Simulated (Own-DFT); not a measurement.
HfO2 (monoclinic hafnia, atoms displaced) (calculated)

A calculation, not a measurement: plane-wave PBE density functional theory by an unreviewed code, no spin, of a simulated periodic cell, stress positive in tension, free energy of the whole cell less one offset for each atom, hafnium file: forces about 75 meV/angstrom off all-electron values; oxygen file: force components 24 meV/angstrom off all-electron in one glass; forces on such cells passed a denser k mesh, this cell's mesh not checked; offsets are fitted by least squares, one for each functional and potential file, so energies compare only between cells with the same atoms and settings and are not formation energies; the far tail of each file's local potential was reset to the Coulomb form; each entry is a single point on an unrelaxed cell, so the pressure reflects the starting lattice, mostly measured values, from which strain is counted, and rises with the displacements; printed positions are rounded, which can move forces by about a meV/angstrom; the program is a retired in-house code; no spin-orbit coupling; before rounding, a Quantum ESPRESSO 7.3.1 run of the same cell and cutoff gave forces within 1 meV/angstrom rms on each cell, which checks the program and not the settings. Program: Own-DFT development build.

Common to all runs: functional PBE; potential files PseudoDojo norm-conserving, scalar-relativistic, standard set; wave cutoff 72 hartree; occupations Fermi-Dirac; smearing width 0.1 eV; k mesh 2 x 2 x 2 centred on Gamma.

```json
{"entry": 1, "formula": "HfO2", "kind": "monoclinic hafnia, atoms displaced", "structure": {"cell_angstrom": [[10.234, 0.0, 0.0], [0.0, 10.35, 0.0], [-1.6955, 0.0, 10.4453]], "atoms_fractional": [["Hf", 0.13193, 0.02786, 0.12233], ["Hf", 0.37838, 0.26022, 0.16943], ["Hf", 0.36589, 0.47267, 0.38922], ["Hf", 0.14863, 0.2168, 0.34528], ["O", 0.03212, 0.17655, 0.18135], ["O", 0.46994, 0.39506, 0.05858], ["O", 0.46751, 0.31209, 0.32863], ["O", 0.04269, 0.09893, 0.43077], ["O", 0.23356, 0.34997, 0.25166], ["O", 0.26383, 0.12405, 0.01126], ["O", 0.28771, 0.11957, 0.24182], ["O", 0.2219, 0.37826, 0.50564], ["Hf", 0.12971, 0.0405, 0.61429], ["Hf", 0.3674, 0.26034, 0.6594], ["Hf", 0.35044, 0.47892, 0.88077], ["Hf", 0.12408, 0.22418, 0.85196], ["O", 0.04458, 0.17987, 0.68738], ["O", 0.48211, 0.41909, 0.57648], ["O", 0.47615, 0.34255, 0.82279], ["O", 0.03097, 0.08873, 0.92488], ["O", 0.24056, 0.36184, 0.74234], ["O", 0.28249, 0.14421, 0.51841], ["O", 0.26209, 0.10704, 0.74971], ["O", 0.21468, 0.35673, 0.99255], ["Hf", 0.14031, 0.5312, 0.11252], ["Hf", 0.34798, 0.76157, 0.13692], ["Hf", 0.35553, 0.97869, 0.39507], ["Hf", 0.13351, 0.71674, 0.36178], ["O", 0.05055, 0.64678, 0.18385], ["O", 0.46078, 0.91499, 0.0591], ["O", 0.47742, 0.82866, 0.34537], ["O", 0.03732, 0.58323, 0.41233], ["O", 0.22213, 0.87371, 0.23202], ["O", 0.28826, 0.6375, 0.02315], ["O", 0.27531, 0.6223, 0.25592], ["O", 0.23586, 0.86404, 0.49648], ["Hf", 0.15009, 0.54129, 0.60108], ["Hf", 0.3498, 0.78343, 0.63241], ["Hf", 0.35829, 0.97641, 0.9159], ["Hf", 0.13966, 0.7409, 0.8391], ["O", 0.03927, 0.6617, 0.67164], ["O", 0.46333, 0.91012, 0.58593], ["O", 0.48816, 0.83724, 0.82413], ["O", 0.02342, 0.61077, 0.89505], ["O", 0.21352, 0.88773, 0.76574], ["O", 0.29054, 0.63209, 0.52703], ["O", 0.27964, 0.62242, 0.77813], ["O", 0.23782, 0.86844, 0.99853], ["Hf", 0.65631, 0.02016, 0.09884], ["Hf", 0.85237, 0.24783, 0.13915], ["Hf", 0.86063, 0.46989, 0.40563], ["Hf", 0.65216, 0.23888, 0.35557], ["O", 0.53715, 0.16366, 0.1818], ["O", 0.95324, 0.40887, 0.06397], ["O", 0.94292, 0.32492, 0.30773], ["O", 0.54434, 0.07749, 0.42484], ["O", 0.70868, 0.38961, 0.24887], ["O", 0.78405, 0.12243, 0.00192], ["O", 0.78296, 0.13115, 0.26302], ["O", 0.73675, 0.37673, 0.49589], ["Hf", 0.64228, 0.03916, 0.60387], ["Hf", 0.86336, 0.24026, 0.63824], ["Hf", 0.84786, 0.46963, 0.86157], ["Hf", 0.62585, 0.23922, 0.85811], ["O", 0.51458, 0.17388, 0.67671], ["O", 0.96555, 0.40209, 0.58178], ["O", 0.95562, 0.31416, 0.81646], ["O", 0.54317, 0.08686, 0.90715], ["O", 0.73512, 0.38307, 0.72544], ["O", 0.77348, 0.13625, 0.52376], ["O", 0.77595, 0.13129, 0.74065], ["O", 0.72909, 0.34908, 0.9854], ["Hf", 0.6452, 0.51201, 0.0919], ["Hf", 0.84788, 0.76431, 0.15158], ["Hf", 0.87144, 0.98015, 0.39263], ["Hf", 0.65031, 0.7235, 0.36391], ["O", 0.52529, 0.68349, 0.18498], ["O", 0.95177, 0.93003, 0.08973], ["O", 0.97361, 0.83524, 0.31492], ["O", 0.52016, 0.57675, 0.41064], ["O", 0.72607, 0.89243, 0.23503], ["O", 0.76802, 0.6212, 0.00421], ["O", 0.77846, 0.63174, 0.27716], ["O", 0.73028, 0.87143, 0.48215], ["Hf", 0.63706, 0.50666, 0.61614], ["Hf", 0.85394, 0.77551, 0.6327], ["Hf", 0.86723, 0.98541, 0.91281], ["Hf", 0.63911, 0.74919, 0.8576], ["O", 0.53083, 0.66605, 0.67752], ["O", 0.96441, 0.92956, 0.57991], ["O", 0.97283, 0.8194, 0.8277], ["O", 0.54303, 0.59739, 0.91989], ["O", 0.72871, 0.86484, 0.75219], ["O", 0.76696, 0.61798, 0.5063], ["O", 0.79649, 0.63136, 0.76661], ["O", 0.72697, 0.87508, 0.0058]]}, "results": {"free_energy_of_cell_above_offsets [eV]": "-65.094", "pressure [GPa]": 16.38, "stress_xx [GPa]": -16.01, "stress_yy [GPa]": -16.31, "stress_zz [GPa]": -16.82, "stress_yz [GPa]": -0.7, "stress_xz [GPa]": -1.42, "stress_xy [GPa]": -0.33, "force_element": ["Hf", "Hf", "Hf", "Hf", "O", "O", "O", "O", "O", "O", "O", "O", "Hf", "Hf", "Hf", "Hf", "O", "O", "O", "O", "O", "O", "O", "O", "Hf", "Hf", "Hf", "Hf", "O", "O", "O", "O", "O", "O", "O", "O", "Hf", "Hf", "Hf", "Hf", "O", "O", "O", "O", "O", "O", "O", "O", "Hf", "Hf", "Hf", "Hf", "O", "O", "O", "O", "O", "O", "O", "O", "Hf", "Hf", "Hf", "Hf", "O", "O", "O", "O", "O", "O", "O", "O", "Hf", "Hf", "Hf", "Hf", "O", "O", "O", "O", "O", "O", "O", "O", "Hf", "Hf", "Hf", "Hf", "O", "O", "O", "O", "O", "O", "O", "O"], "force_x [eV/angstrom]": [1.987, -0.95, -0.262, -0.777, 1.51, 0.55, 0.774, -2.35, -0.479, 0.605, -2.557, 0.84, 2.547, -6.147, 1.203, 4.448, -1.12, -4.177, -1.05, -1.562, -2.186, -0.568, 2.217, 0.609, 1.823, 3.937, 4.003, 3.434, -6.07, 3.836, -2.419, -1.472, -1.004, -2.098, -0.005, -3.446, -1.094, 4.194, -0.175, -0.505, -1.183, 2.199, -5.942, -0.075, 2.129, -0.774, 0.051, -3.29, -5.175, 2.667, 2.138, -1.602, 3.642, 0.748, 1.066, -0.246, 0.215, -1.057, -0.545, -2.267, -4.521, 4.622, 4.939, 1.664, 8.885, 1.274, -1.125, -0.674, -1.555, -1.192, -2.641, -0.791, -3.13, 1.143, 0.119, -5.717, 3.29, 0.804, -0.981, 1.983, 0.8, 1.65, 2.044, 0.895, -0.012, 0.282, 1.74, 1.187, 1.042, -0.586, -3.837, -2.074, 2.046, 0.677, -1.418, 0.43], "force_y [eV/angstrom]": [-1.813, 2.357, -0.302, 4.895, -2.767, 1.273, 2.622, -2.147, 4.012, -0.757, -3.35, 0.138, -2.518, 4.942, -2.005, 3.567, -2.525, -3.158, 1.925, -2.273, 2.728, -2.89, 1.886, 2.196, -6.861, 3.916, -2.558, 3.134, 5.252, -0.465, 2.461, -2.002, 1.399, -5.214, -1.604, 2.169, -6.008, -1.651, 2.109, -2.477, 1.776, 3.27, 3.604, -4.383, 1.52, -1.191, 0.783, 0.072, 0.179, 7.579, -0.28, -0.424, -2.499, 0.465, 1.107, 0.839, -0.545, -0.458, -2.32, -2.333, -3.929, 11.23, 2.501, -1.925, -5.458, 1.788, 1.968, -1.045, -3.359, -5.111, -2.857, 2.391, 0.98, -0.799, -0.593, 0.131, -2.329, -0.648, 1.012, 0.556, -1.024, 1.034, -0.667, 1.212, 6.463, -2.085, -3.315, -5.143, -0.848, -0.463, 4.788, -2.868, 4.048, 1.302, -0.483, -0.861], "force_z [eV/angstrom]": [-4.238, -8.725, 2.328, 3.065, -1.262, 0.727, 4.072, 0.156, -0.507, 0.014, 3.937, -2.143, -1.021, -3.295, 4.514, 5.491, -5.38, -0.86, 0.266, 1.413, 1.448, -3.045, 2.113, -0.399, -6.161, 4.616, 0.555, -2.034, 1.154, 4.754, 0.232, 2.277, 1.948, -3.908, 2.451, -3.241, 1.339, 7.318, -4.559, 4.654, -2.616, -1.39, -0.344, 3.356, -4.321, -2.966, -3.363, -0.564, 0.207, -0.151, -0.715, 0.13, -0.648, 0.445, 2.655, 0.316, -0.762, 0.146, 0.71, -0.735, 0.732, 3.298, 6.166, -1.856, -0.096, -1.217, 1.727, 2.052, 0.857, -8.362, 4.207, 0.903, -0.524, -1.195, -0.216, -1.321, -1.16, 0.356, 1.557, 0.267, 1.749, 2.124, -2.55, 0.92, -2.32, 4.23, -3.597, -0.278, -1.026, -0.597, -0.763, 0.918, -2.879, 1.561, -2.076, -1.046]}}
{"entry": 2, "formula": "HfO2", "kind": "monoclinic hafnia, atoms displaced", "structure": {"cell_angstrom": [[10.234, 0.0, 0.0], [0.0, 10.35, 0.0], [-1.6955, 0.0, 10.4453]], "atoms_fractional": [["Hf", 0.13611, 0.00823, 0.10892], ["Hf", 0.36159, 0.27372, 0.15731], ["Hf", 0.3606, 0.48277, 0.40787], ["Hf", 0.12332, 0.22343, 0.36099], ["O", 0.03052, 0.16881, 0.16804], ["O", 0.45598, 0.419, 0.08816], ["O", 0.47066, 0.33821, 0.32749], ["O", 0.02449, 0.09305, 0.44026], ["O", 0.22996, 0.37322, 0.24848], ["O", 0.2754, 0.13625, 0.01691], ["O", 0.29402, 0.12658, 0.2704], ["O", 0.2212, 0.37091, 0.47356], ["Hf", 0.13703, 0.01913, 0.60319], ["Hf", 0.36889, 0.26848, 0.66077], ["Hf", 0.36821, 0.46295, 0.89783], ["Hf", 0.15167, 0.22741, 0.85305], ["O", 0.02919, 0.16389, 0.67507], ["O", 0.46642, 0.42216, 0.58182], ["O", 0.44636, 0.32772, 0.82206], ["O", 0.04258, 0.08292, 0.93328], ["O", 0.23641, 0.37646, 0.7398], ["O", 0.27863, 0.12971, 0.49601], ["O", 0.28762, 0.10398, 0.75629], ["O", 0.22324, 0.37838, 0.99622], ["Hf", 0.13998, 0.519, 0.11622], ["Hf", 0.37153, 0.76984, 0.156], ["Hf", 0.34854, 0.97985, 0.39409], ["Hf", 0.14037, 0.73228, 0.35162], ["O", 0.04884, 0.6692, 0.1926], ["O", 0.45194, 0.91568, 0.07671], ["O", 0.45356, 0.84112, 0.3233], ["O", 0.03624, 0.58306, 0.42911], ["O", 0.23561, 0.87155, 0.24396], ["O", 0.26512, 0.62538, 0.01569], ["O", 0.27689, 0.61684, 0.25083], ["O", 0.22534, 0.87656, 0.48406], ["Hf", 0.11438, 0.50729, 0.57825], ["Hf", 0.37951, 0.76681, 0.65105], ["Hf", 0.36164, 0.98325, 0.89745], ["Hf", 0.12996, 0.72995, 0.84794], ["O", 0.0461, 0.67027, 0.67065], ["O", 0.46075, 0.9195, 0.58236], ["O", 0.46868, 0.83823, 0.82822], ["O", 0.02383, 0.56578, 0.92241], ["O", 0.21514, 0.89023, 0.73307], ["O", 0.27786, 0.6364, 0.51492], ["O", 0.28487, 0.62513, 0.76508], ["O", 0.21888, 0.8629, 0.98545], ["Hf", 0.64448, 0.02493, 0.10449], ["Hf", 0.8594, 0.27596, 0.15557], ["Hf", 0.85906, 0.48273, 0.403], ["Hf", 0.63083, 0.22463, 0.34713], ["O", 0.52928, 0.1769, 0.15888], ["O", 0.96383, 0.41846, 0.08557], ["O", 0.96071, 0.33317, 0.33444], ["O", 0.52808, 0.07478, 0.41926], ["O", 0.73956, 0.37226, 0.22919], ["O", 0.75525, 0.12142, 0.01641], ["O", 0.77754, 0.11482, 0.26296], ["O", 0.71372, 0.37243, 0.48347], ["Hf", 0.63959, 0.01003, 0.61177], ["Hf", 0.86026, 0.27173, 0.64985], ["Hf", 0.85796, 0.49282, 0.897], ["Hf", 0.63489, 0.22383, 0.86174], ["O", 0.52643, 0.15811, 0.67457], ["O", 0.9744, 0.42025, 0.59099], ["O", 0.96691, 0.33833, 0.8117], ["O", 0.54746, 0.09384, 0.93614], ["O", 0.71633, 0.37392, 0.73112], ["O", 0.77685, 0.12298, 0.50144], ["O", 0.7802, 0.119, 0.75276], ["O", 0.72567, 0.37066, 0.98583], ["Hf", 0.64753, 0.5133, 0.12044], ["Hf", 0.85469, 0.77157, 0.14172], ["Hf", 0.87291, 0.98722, 0.39465], ["Hf", 0.64258, 0.72616, 0.34969], ["O", 0.53406, 0.68783, 0.17949], ["O", 0.96938, 0.92924, 0.07344], ["O", 0.96373, 0.84545, 0.32039], ["O", 0.53611, 0.58281, 0.40646], ["O", 0.72539, 0.87717, 0.23973], ["O", 0.76405, 0.61596, 0.0181], ["O", 0.77206, 0.60699, 0.25962], ["O", 0.71936, 0.86436, 0.4873], ["Hf", 0.64127, 0.5262, 0.59561], ["Hf", 0.86724, 0.76772, 0.64594], ["Hf", 0.86116, 0.98683, 0.88725], ["Hf", 0.6401, 0.72961, 0.85552], ["O", 0.53729, 0.66224, 0.66401], ["O", 0.96939, 0.90825, 0.58016], ["O", 0.95755, 0.8289, 0.81532], ["O", 0.53993, 0.5806, 0.92712], ["O", 0.73202, 0.88234, 0.73602], ["O", 0.7799, 0.61906, 0.50525], ["O", 0.77378, 0.63596, 0.75699], ["O", 0.72165, 0.87624, 0.00544]]}, "results": {"free_energy_of_cell_above_offsets [eV]": "-81.943", "pressure [GPa]": 10.49, "stress_xx [GPa]": -12.27, "stress_yy [GPa]": -9.12, "stress_zz [GPa]": -10.07, "stress_yz [GPa]": 0.39, "stress_xz [GPa]": -0.79, "stress_xy [GPa]": -0.25, "force_element": ["Hf", "Hf", "Hf", "Hf", "O", "O", "O", "O", "O", "O", "O", "O", "Hf", "Hf", "Hf", "Hf", "O", "O", "O", "O", "O", "O", "O", "O", "Hf", "Hf", "Hf", "Hf", "O", "O", "O", "O", "O", "O", "O", "O", "Hf", "Hf", "Hf", "Hf", "O", "O", "O", "O", "O", "O", "O", "O", "Hf", "Hf", "Hf", "Hf", "O", "O", "O", "O", "O", "O", "O", "O", "Hf", "Hf", "Hf", "Hf", "O", "O", "O", "O", "O", "O", "O", "O", "Hf", "Hf", "Hf", "Hf", "O", "O", "O", "O", "O", "O", "O", "O", "Hf", "Hf", "Hf", "Hf", "O", "O", "O", "O", "O", "O", "O", "O"], "force_x [eV/angstrom]": [2.938, -1.718, 0.285, 4.04, 0.792, 2.538, 0.406, 1.019, -1.234, 0.247, -2.272, -1.245, 1.229, -0.997, -3.027, -2.249, 1.374, -0.093, 5.46, -0.855, -2.441, -2.009, -0.999, -0.171, 1.502, -3.594, 2.706, 1.774, -3.364, 1.939, 2.947, -2.232, -3.104, -0.193, 0.119, -1.751, 10.78, -4.309, -0.571, 3.363, -1.394, 0.923, 1.037, 2.452, 0.55, 0.353, -0.048, -0.195, -4.162, 4.028, -0.371, -1.242, 2.161, -0.878, -0.132, 1.937, -4.139, 5.653, -0.239, 1.64, -1.06, -0.564, -0.656, 1.599, 1.841, -7.582, -0.199, -4.428, 0.138, -0.736, -0.823, -0.738, -4.017, 1.414, -3.957, -1.681, 4.473, -3.576, 1.162, 0.23, 0.451, 1.998, 1.007, 0.556, -1.077, 0.312, 1.764, -1.982, 0.837, -0.073, -0.222, 0.073, -0.969, 0.355, 0.012, 1.155], "force_y [eV/angstrom]": [2.387, -0.464, -0.166, 0.968, -0.788, 1.484, 0.304, 0.612, 1.172, -0.912, -0.642, 0.052, -0.261, -0.806, 6.532, 0.843, -0.523, -0.294, -2.366, 0.348, -0.366, 0.728, 3.314, -1.521, -0.683, 0.039, 0.764, 0.902, -0.062, 1.926, -1.318, 1.418, 1.124, 0.247, -0.282, -0.381, 3.834, 0.067, -2.17, -1.849, -0.656, 0.059, -0.113, 3.166, -2.291, -0.661, -0.103, 1.591, -2.056, -2.829, -1.693, -1.716, -0.985, -0.017, 0.429, 1.404, 1.885, 2.651, 0.985, 0.012, 1.724, -0.909, -3.644, 2.479, -0.404, -4.08, 0.054, -2.381, 1.165, 0.727, 0.471, -0.569, 0.045, 1.122, -1.831, 2.69, -3.943, -3.29, -1.488, -0.22, -0.793, 2.505, 1.526, -0.045, -2.476, 0.243, -0.375, -0.375, 0.661, 0.782, 1.308, 0.135, -0.718, 1.166, -1.657, -1.876], "force_z [eV/angstrom]": [-0.344, -0.937, -2.028, -2.077, 1.778, -0.663, 0.929, -0.894, -0.344, -1.447, -1.333, 2.225, 0.759, -6.374, 1.919, 0.796, 0.424, 0.007, 3.241, -2.217, -0.233, 2.495, -0.235, -1.233, -1.616, -3.089, 0.205, 2.234, -3.365, -0.757, 2.042, -4.077, -0.753, -0.554, 2.842, 0.734, 6.157, -0.588, 1.679, 1.242, -0.89, 0.227, 0.29, 0.113, 1.671, -1.572, 0.741, -0.089, 3.568, -4.025, -1.472, 1.595, 1.388, 0.004, 0.9, 0.175, 3.265, -1.743, -0.987, -0.216, -4.01, -0.475, -0.568, -1.899, 1.232, -1.213, 1.898, -1.852, 0.253, 1.374, 1.386, 0.446, -3.503, 1.461, 0.957, 1.002, -1.155, -0.021, -0.465, 1.431, -0.234, -0.24, 0.583, 0.658, 0.596, -2.1, 1.633, 0.854, 1.176, -0.926, 2.451, -0.455, 1.557, 0.72, 0.729, -2.772]}}
{"entry": 3, "formula": "HfO2", "kind": "monoclinic hafnia, atoms displaced", "structure": {"cell_angstrom": [[10.234, 0.0, 0.0], [0.0, 10.35, 0.0], [-1.6955, 0.0, 10.4453]], "atoms_fractional": [["Hf", 0.13846, 0.01838, 0.10729], ["Hf", 0.36098, 0.27639, 0.14444], ["Hf", 0.35542, 0.4723, 0.39647], ["Hf", 0.14835, 0.243, 0.34624], ["O", 0.03697, 0.16831, 0.18307], ["O", 0.45138, 0.41016, 0.08516], ["O", 0.47928, 0.31983, 0.33597], ["O", 0.02467, 0.08586, 0.41379], ["O", 0.24172, 0.39399, 0.25675], ["O", 0.27309, 0.12013, 0.00507], ["O", 0.27305, 0.11929, 0.26622], ["O", 0.23617, 0.3648, 0.49735], ["Hf", 0.12338, 0.02333, 0.61362], ["Hf", 0.35884, 0.2802, 0.6367], ["Hf", 0.36264, 0.47766, 0.90005], ["Hf", 0.12352, 0.22324, 0.8666], ["O", 0.0388, 0.17178, 0.66461], ["O", 0.46576, 0.41386, 0.56988], ["O", 0.45845, 0.33013, 0.81493], ["O", 0.04651, 0.09515, 0.9243], ["O", 0.21377, 0.38167, 0.74857], ["O", 0.26693, 0.12509, 0.51221], ["O", 0.26786, 0.12562, 0.76921], ["O", 0.21089, 0.36889, 0.97595], ["Hf", 0.13817, 0.52827, 0.10123], ["Hf", 0.36299, 0.77055, 0.14722], ["Hf", 0.37523, 0.98535, 0.39258], ["Hf", 0.13657, 0.74079, 0.35717], ["O", 0.04329, 0.6761, 0.17233], ["O", 0.47087, 0.92036, 0.09141], ["O", 0.46326, 0.83879, 0.3163], ["O", 0.03681, 0.59416, 0.41822], ["O", 0.22538, 0.87752, 0.24866], ["O", 0.28214, 0.62969, 0.00753], ["O", 0.27455, 0.62818, 0.26341], ["O", 0.22376, 0.8736, 0.49731], ["Hf", 0.14207, 0.53141, 0.6078], ["Hf", 0.36378, 0.77321, 0.64658], ["Hf", 0.37938, 0.97558, 0.91038], ["Hf", 0.12726, 0.72245, 0.85727], ["O", 0.03298, 0.66494, 0.68102], ["O", 0.47331, 0.9083, 0.5759], ["O", 0.46049, 0.84582, 0.82341], ["O", 0.02687, 0.58697, 0.92164], ["O", 0.21633, 0.8841, 0.73019], ["O", 0.27519, 0.63455, 0.50885], ["O", 0.273, 0.63471, 0.74039], ["O", 0.21831, 0.87857, 0.98683], ["Hf", 0.62141, 0.02592, 0.10942], ["Hf", 0.86379, 0.27148, 0.14313], ["Hf", 0.87766, 0.48778, 0.39444], ["Hf", 0.6464, 0.23113, 0.35934], ["O", 0.54563, 0.16232, 0.17336], ["O", 0.96879, 0.43128, 0.07185], ["O", 0.97117, 0.33448, 0.33521], ["O", 0.53011, 0.08627, 0.42315], ["O", 0.71643, 0.3662, 0.23299], ["O", 0.74892, 0.11134, 0.00169], ["O", 0.78296, 0.11675, 0.26389], ["O", 0.72716, 0.37409, 0.49529], ["Hf", 0.63396, 0.01782, 0.60955], ["Hf", 0.864, 0.27439, 0.66652], ["Hf", 0.85868, 0.47379, 0.89437], ["Hf", 0.63856, 0.24113, 0.85377], ["O", 0.52483, 0.15576, 0.67956], ["O", 0.95969, 0.41726, 0.57486], ["O", 0.9692, 0.32658, 0.81324], ["O", 0.53054, 0.08698, 0.93236], ["O", 0.72139, 0.35995, 0.72735], ["O", 0.77025, 0.12567, 0.49793], ["O", 0.78056, 0.12643, 0.76015], ["O", 0.73036, 0.36274, 0.99121], ["Hf", 0.63823, 0.51332, 0.10524], ["Hf", 0.8574, 0.77401, 0.16618], ["Hf", 0.87141, 0.98116, 0.39655], ["Hf", 0.63887, 0.734, 0.35713], ["O", 0.51872, 0.67348, 0.17472], ["O", 0.97214, 0.93055, 0.06218], ["O", 0.95852, 0.84197, 0.33268], ["O", 0.54339, 0.595, 0.43382], ["O", 0.7209, 0.88347, 0.25012], ["O", 0.7728, 0.62871, 0.01815], ["O", 0.76115, 0.62634, 0.2534], ["O", 0.72067, 0.86269, 0.48044], ["Hf", 0.62013, 0.5259, 0.60306], ["Hf", 0.86204, 0.76736, 0.63936], ["Hf", 0.85651, 0.98833, 0.89651], ["Hf", 0.61804, 0.73034, 0.8414], ["O", 0.53097, 0.67532, 0.67619], ["O", 0.95978, 0.94461, 0.59174], ["O", 0.96736, 0.84709, 0.8305], ["O", 0.52439, 0.58583, 0.93532], ["O", 0.72644, 0.88275, 0.73777], ["O", 0.77631, 0.62129, 0.52147], ["O", 0.76722, 0.62414, 0.75149], ["O", 0.73786, 0.86899, 0.98677]]}, "results": {"free_energy_of_cell_above_offsets [eV]": "-79.946", "pressure [GPa]": 11.36, "stress_xx [GPa]": -13.17, "stress_yy [GPa]": -11.16, "stress_zz [GPa]": -9.76, "stress_yz [GPa]": -0.95, "stress_xz [GPa]": -0.91, "stress_xy [GPa]": -2.07, "force_element": ["Hf", "Hf", "Hf", "Hf", "O", "O", "O", "O", "O", "O", "O", "O", "Hf", "Hf", "Hf", "Hf", "O", "O", "O", "O", "O", "O", "O", "O", "Hf", "Hf", "Hf", "Hf", "O", "O", "O", "O", "O", "O", "O", "O", "Hf", "Hf", "Hf", "Hf", "O", "O", "O", "O", "O", "O", "O", "O", "Hf", "Hf", "Hf", "Hf", "O", "O", "O", "O", "O", "O", "O", "O", "Hf", "Hf", "Hf", "Hf", "O", "O", "O", "O", "O", "O", "O", "O", "Hf", "Hf", "Hf", "Hf", "O", "O", "O", "O", "O", "O", "O", "O", "Hf", "Hf", "Hf", "Hf", "O", "O", "O", "O", "O", "O", "O", "O"], "force_x [eV/angstrom]": [1.456, -0.857, 3.441, -1.961, -0.463, 2.834, -3.718, 2.347, -1.953, 0.863, 0.721, -1.842, 6.096, -1.763, -2.314, 9.498, -1.94, 0.074, 0.795, -6.892, 1.503, 0.878, 0.601, 0.87, 0.795, -2.766, -3.533, 2.872, -1.384, -2.52, 0.775, -0.346, -0.387, -1.21, 0.181, 0.211, -0.787, -4.321, -5.567, 1.494, -0.581, 0.104, 1.941, -0.609, 0.762, 0.276, -0.04, 0.68, 6.331, -0.164, -2.757, 2.303, -4.024, -1.439, -0.477, 1.418, 1.23, 2.965, 0.3, -0.421, 1.081, 1.423, 0.611, -1.88, 0.829, 1.785, -2.116, 0.071, -3.087, -0.702, -0.84, -0.048, -0.323, 0.037, -3.542, -1.221, 3.535, -1.522, 2.615, -2.389, 0.384, -0.336, 0.926, 0.737, 4.338, -0.702, 0.514, 3.915, -0.016, -4.483, 0.506, 1.159, -0.493, 1.043, -0.123, -1.267], "force_y [eV/angstrom]": [-0.343, -5.1, 3.72, -4.447, 1.012, 2.78, 2.601, 1.188, -2.09, 1.937, 1.182, 2.266, 1.044, -5.401, -1.029, 3.23, 2.126, 0.284, 1.901, -6.68, 2.236, 1.292, -0.148, 1.707, 1.14, 1.119, -1.178, 1.139, 0.076, -1.852, -0.033, -0.584, 0.744, -0.789, -0.852, -0.7, -2.072, 3.185, 3.114, 4.731, -0.082, 0.235, -2.408, -1.175, -1.634, -1.315, -1.904, -1.515, -2.314, -2.348, -2.108, -1.259, 4.453, -2.306, 0.917, 0.661, 1.614, 3.423, 1.369, 0.184, 1.508, -3.338, 2.634, -4.254, 0.254, 1.676, 4.949, 1.284, 3.715, -0.088, -0.226, 1.36, 2.562, 0.831, 4.014, 0.219, -3.384, -1.55, -3.51, -1.178, -0.658, -1.667, -1.13, 0.736, -0.935, 1.931, -2.101, 1.234, -1.582, -4.368, -1.702, 0.145, -0.726, 0.693, -1.176, -1.116], "force_z [eV/angstrom]": [0.005, 1.264, 1.562, 3.097, -1.903, -1.679, -0.965, 0.154, -3.929, 3.14, -1.164, -1.829, -0.787, 3.25, -2.075, -5.62, 1.524, 0.278, 2.131, 2.916, -1.892, -0.498, 0.101, 3.77, 0.57, 0.207, 1.583, 0.418, -0.331, -1.296, 1.539, 0.766, -1.191, -0.541, -0.084, -1.237, 0.236, -2.273, -2.222, -0.936, -0.996, -0.574, -0.509, 0.368, 1.682, -0.636, 3.195, 0.654, 0.337, 2.303, 2.386, 1.425, 1.335, 0.767, -1.699, 0.307, -0.718, 0.614, -1.752, -1.16, -1.355, -9.76, -0.478, -1.5, -0.161, -0.256, 5.036, -1.041, 3.253, 2.137, 0.555, -0.115, 0.844, -4.577, 1.647, -0.717, -0.368, 2.353, -0.925, -0.842, -1.601, -0.714, 0.907, 2.451, -0.799, 1.312, -0.114, 4.265, -0.908, -0.854, -0.848, -0.941, -0.084, -1.379, 1.847, 0.343]}}
```
